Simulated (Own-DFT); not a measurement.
# Point defects and the pressure they add: C11b WSi2

Everything here is calculated. The program is Own-DFT (plane waves, in-house, since retired, never reviewed by a person); positions were held fixed, and spin and spin-orbit coupling were off.

Settings: PBEsol; PseudoDojo norm-conserving scalar-relativistic files, made for PBE; cutoff 50 hartree; 5 x 5 x 5 k mesh centred on Gamma; cold (Marzari-Vanderbilt) smearing of 0.2 eV.

Known weak points: forces on such cells failed a check on a denser k mesh; stress not checked against mesh or cutoff.

All runs share one cell, with vectors in Å (-2.148, -5.953, 3.409); (-6.444, 2.976, 1.136); (-2.553, -2.948, -6.757) and a volume of 403.2 Å³. Atoms were moved at random from their sites; u is the rms move along one axis. The defect's site can differ from row to row.

```
cell,formula,u (Å),P (GPa)
no defect,Si20W10,0.0182,0.22
no defect,Si20W10,0.0200,0.32
no defect,Si20W10,0.0500,1.69
one Si on a W site,Si21W9,0.0295,2.35
one Si on a W site,Si21W9,0.0327,2.29
one Si on a W site,Si21W9,0.0514,3.56
one W vacancy,Si20W9,0.0285,-0.29
one W vacancy,Si20W9,0.0294,-0.34
one W vacancy,Si20W9,0.0522,1.42
one Si vacancy,Si19W10,0.0269,-0.84
one Si vacancy,Si19W10,0.0305,-0.56
one Si vacancy,Si19W10,0.0514,0.65
one W on a Si site,Si19W11,0.0272,?
one W on a Si site,Si19W11,0.0314,5.71
one W on a Si site,Si19W11,0.0483,6.40
one W on a Si site,Si19W11,0.0555,6.44
```

## What the rows give

P = P0 + c u² + a shift for each defect gives P0 = 0.01 GPa, c = 688 ± 64 GPa/Å² and a scatter of 0.22 GPa. The shifts, and each times the cell's volume:

- one W on a Si site: 4.71 ± 0.19 GPa, 11.9 eV
- one Si on a W site: 1.68 ± 0.18 GPa, 4.2 eV
- one W vacancy: -0.75 ± 0.18 GPa, -1.9 eV
- one Si vacancy: -1.24 ± 0.18 GPa, -3.1 eV

A positive shift means that the defect pushes the cell outwards. Shift times volume (160.2 GPa Å³ is 1 eV) depends little on the cell's size, so, taken for each site, it can be compared between cells at like pressure. The atoms around the defects weren't relaxed, which would change these numbers.

## The run left out

The question: what pressure belongs in the blank (one W on a Si site, u = 0.0272 Å)?

The fit gives 5.23 ± 0.27 GPa. The hidden result is 5.50 GPa.
